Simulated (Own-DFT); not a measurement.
# Computed records: SiC (4H silicon carbide, atoms displaced)

Computed with Own-DFT development build. A calculation, not a measurement: plane-wave PBE density functional theory by an unreviewed code, no spin, of a simulated periodic cell, stress positive in tension, free energy of the whole cell less one offset for each atom, forces on such cells passed a denser k mesh, this cell's mesh not checked; offsets are fitted by least squares, one for each functional and potential file, so energies compare only between cells with the same atoms and settings and are not formation energies; the far tail of each file's local potential was reset to the Coulomb form; each entry is a single point on an unrelaxed cell, so the pressure reflects the starting lattice, mostly measured values (interpolated for alloys), from which strain is counted, and rises with the displacements; printed positions are rounded, which can move forces by about a meV/angstrom; the program, named Own-DFT, is a retired in-house code; no spin-orbit coupling.

SiC (4H silicon carbide, atoms displaced)

```
CELL_PARAMETERS angstrom
6.16540 0.00000 0.00000
-3.08270 5.33940 0.00000
0.00000 0.00000 10.06810
ATOMIC_POSITIONS crystal
Si 0.00022 0.00103 0.39292
Si 0.17221 0.34616 0.15622
C 0.00874 0.01090 0.09532
C 0.18205 0.36128 0.34157
Si 0.00261 0.49858 0.40758
Si 0.16817 0.84871 0.15375
C 0.01224 0.49174 0.09607
C 0.14396 0.83365 0.35057
Si 0.52098 0.99807 0.39992
Si 0.66988 0.34772 0.15297
C 0.49328 0.99337 0.08608
C 0.66817 0.33599 0.34868
Si 0.50492 0.49481 0.39933
Si 0.67654 0.84631 0.15391
C 0.49313 0.48082 0.08962
C 0.68485 0.82706 0.33909
Si 0.98989 0.98517 0.92315
Si 0.83498 0.66350 0.65673
C 0.98763 0.98039 0.58634
C 0.83153 0.65719 0.86087
Si 0.00390 0.51302 0.91866
Si 0.83056 0.16607 0.65452
C 0.00672 0.51086 0.59676
C 0.83436 0.16854 0.84127
Si 0.51094 0.00423 0.90990
Si 0.34563 0.65590 0.65854
C 0.49733 0.00219 0.59859
C 0.33379 0.67011 0.85174
Si 0.48732 0.49080 0.90846
Si 0.33332 0.15680 0.65072
C 0.52555 0.52120 0.60062
C 0.31804 0.16168 0.84617
```

```
functional                        : PBE
potential files                   : PseudoDojo norm-conserving, scalar-relativistic, standard set
wave cutoff                       : 42 hartree
occupations                       : Fermi-Dirac
smearing width                    : 0.1 eV
hardware                          : one NVIDIA H100
k mesh                            : 5 x 5 x 3 centred on Gamma
free energy of cell above offsets : -1.434 eV
pressure                          : 6.28 GPa
stress xx                         : -10.29 GPa
stress yy                         : -2.52 GPa
stress zz                         : -6.03 GPa
stress yz                         : -0.31 GPa
stress xz                         : -0.34 GPa
stress xy                         : 1.96 GPa
wall time                         : 125.7 s
```

Force:
```tsv
element	x (eV/Å)	y (eV/Å)	z (eV/Å)
Si	-0.308	2.319	3.509
Si	1.744	-0.993	0.692
C	-1	0.058	2.235
C	0.098	-2.388	0.047
Si	-1.026	1.48	0.928
Si	1.379	-1.948	1.551
C	-3.376	2.2	0.722
C	5.103	-0.634	-2.784
Si	-2.61	-0.405	1.661
Si	1.804	-2.071	0.818
C	0.69	1.378	3.167
C	1.285	-1.193	-1.735
Si	-0.227	1.285	2.456
Si	-0.643	-1.733	-0.483
C	-0.736	2.74	1.185
C	-2.783	0.146	-0.829
Si	-0.214	1.69	-5.306
Si	1.641	1.192	1.933
C	0.021	2.778	0.066
C	-1.441	0.697	-1.778
Si	1.444	-2.146	-2.77
Si	0.982	-0.005	0.405
C	1.306	-1.663	-0.558
C	0.574	0.142	1.771
Si	-1.301	0.255	-2.976
Si	-2.522	1.779	1.059
C	1.967	-1.293	-1.944
C	0.293	-0.181	-0.775
Si	0.479	-0.085	-1.092
Si	-2.148	0.957	1.519
C	-1.524	-3.729	-2.489
C	1.048	-0.629	-0.206
```
